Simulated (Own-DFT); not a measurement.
# One host, several defects: diamond germanium

No measurement is shown. These are fixed-geometry runs of a retired plane-wave code named Own-DFT, which no person has reviewed; spin and spin-orbit coupling are neglected.

Method: PBE; PseudoDojo norm-conserving scalar-relativistic files; cutoff 42 hartree; 5 x 5 x 5 k mesh centred on Gamma; Fermi-Dirac smearing of 0.1 eV.

Keep in mind (not all hold for every row): not probed for a lower state with spin; k mesh not checked against a denser one; stress not checked against mesh or cutoff.

All runs share one cell, with vectors in Å (0.000, 5.658, 5.658); (5.658, 0.000, 5.658); (5.658, 5.658, 0.000) and a volume of 362.3 Å³. The atoms are randomly displaced, by u rms on each axis. The defect's site can differ from row to row.

| cell | formula | u (Å) | P (GPa) |
|---|---|---|---|
| no defect | Ge16 | 0.0202 | 3.90 |
| no defect | Ge16 | 0.0477 | 4.35 |
| no defect | Ge16 | 0.0566 | 4.67 |
| one added Ge | Ge17 | 0.0282 | 11.46 |
| one added Ge | Ge17 | 0.0298 | 11.68 |
| one added Ge | Ge17 | 0.0534 | 11.76 |
| one Ge vacancy | Ge15 | 0.0280 | 2.51 |
| one Ge vacancy | Ge15 | 0.0304 | 2.79 |
| one Ge vacancy | Ge15 | 0.0315 | ? |
| one Ge vacancy | Ge15 | 0.0337 | 2.57 |

## Analysis

P = P0 + c u² + a shift for each defect gives P0 = 3.91 GPa, c = 200 ± 59 GPa/Å² and a scatter of 0.15 GPa. The shifts, and each times the cell's volume:

- one added Ge: 7.42 ± 0.13 GPa, 16.8 eV
- one Ge vacancy: -1.48 ± 0.14 GPa, -3.3 eV

Positive is outwards. The product with the volume (160.2 GPa Å³ to the eV) is nearly free of the cell's size; divided by the bulk modulus at the cell's pressure it gives the volume that the defect adds. The atoms around the defects weren't relaxed, which would change these numbers.

## The run left out

The question: what pressure belongs in the blank (one Ge vacancy, u = 0.0315 Å)?

The fit gives 2.63 ± 0.18 GPa. The calculation gave 2.80 GPa.
